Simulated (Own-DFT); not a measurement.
# How strain changes the stress of diamond-structure GeSn with randomly placed atoms, 64 atoms (Ge52Sn12)

All numbers below are calculated, not measured. The program, named Own-DFT, is a retired in-house plane-wave density functional code that no person has reviewed. Each row is one single-point run on a periodic cell that was not relaxed, without spin or spin-orbit coupling.

Settings of every run: PBE; PseudoDojo norm-conserving scalar-relativistic files; cutoff 49 hartree; 3 x 3 x 3 k mesh centred on Gamma; Fermi-Dirac smearing of 0.1 eV.

Known limits: forces on such cells moved up to 12 meV/angstrom on a denser k mesh; stress not checked against mesh or cutoff.

Unstrained cell vectors in Å: (11.628, 0.000, 0.000); (0.000, 11.628, 0.000); (0.000, 0.000, 11.628). The unstrained cell has measured lattice constants (interpolated for alloys), not those of this functional. That, the random moves and any unrelaxed bonds set the pressure at no strain. Each run strains this cell uniformly, with the atoms carried along. Every atom was also moved at random, by a Gaussian of width 0.05 Å on each axis. The random placing of the alloy's atoms differs from row to row. Strain is the symmetric tensor, in per cent. Stress is positive in tension, and the pressure is minus a third of its trace.

| run | e_xx (%) | e_yy (%) | e_zz (%) | s_xx (GPa) | s_yy (GPa) | s_zz (GPa) | P (GPa) | E (meV/atom) |
|---|---|---|---|---|---|---|---|---|
| 1 | -0.50 | -0.50 | 0.00 | -6.19 | -6.26 | -5.96 | 6.14 | 35.3 |
| 2 | -1.25 | -1.25 | 0.00 | -7.37 | -7.35 | -6.59 | 7.10 | 32.8 |
| 3 | -3.00 | -3.00 | 0.00 | -10.87 | -11.02 | -9.31 | 10.40 | 89.8 |
| 4 | 1.25 | 1.25 | 0.00 | -3.78 | -3.76 | -4.30 | 3.95 | 32.4 |
| 5 | 3.00 | 3.00 | 0.00 | -1.03 | -1.06 | -2.50 | 1.53 | 0.0 |
| 6 | -2.75 | -2.75 | 0.00 | -10.53 | -10.51 | -9.12 | 10.05 | 94.0 |
| 7 | 1.75 | 1.75 | 0.00 | -2.91 | -2.91 | -3.94 | 3.25 | 24.7 |
| 8 | -1.00 | -1.00 | 0.00 | -6.84 | -6.95 | -6.30 | 6.70 | 27.6 |
| 9 | 0.50 | 0.50 | 0.00 | ? | ? | ? | ? | ? |

E is the free energy for each atom above the lowest run shown.

## Worked fit

The change of volume is close to e_xx + e_yy + e_zz. A straight line through the runs shown gives P = 5.71 - 73 x (fractional change of volume) GPa, with an error of 3 on the slope and a scatter of 0.38 GPa. The strain isn't the same on all axes, but the crystal is cubic, so the slope still estimates the bulk modulus, averaged over pressures from 1.5 to 10.4 GPa.

## Withheld run

Question: what pressure should run 9 give? Its volume changes by 1.00 %.

The line gives 5.0 GPa. The calculation gave 4.53 GPa.
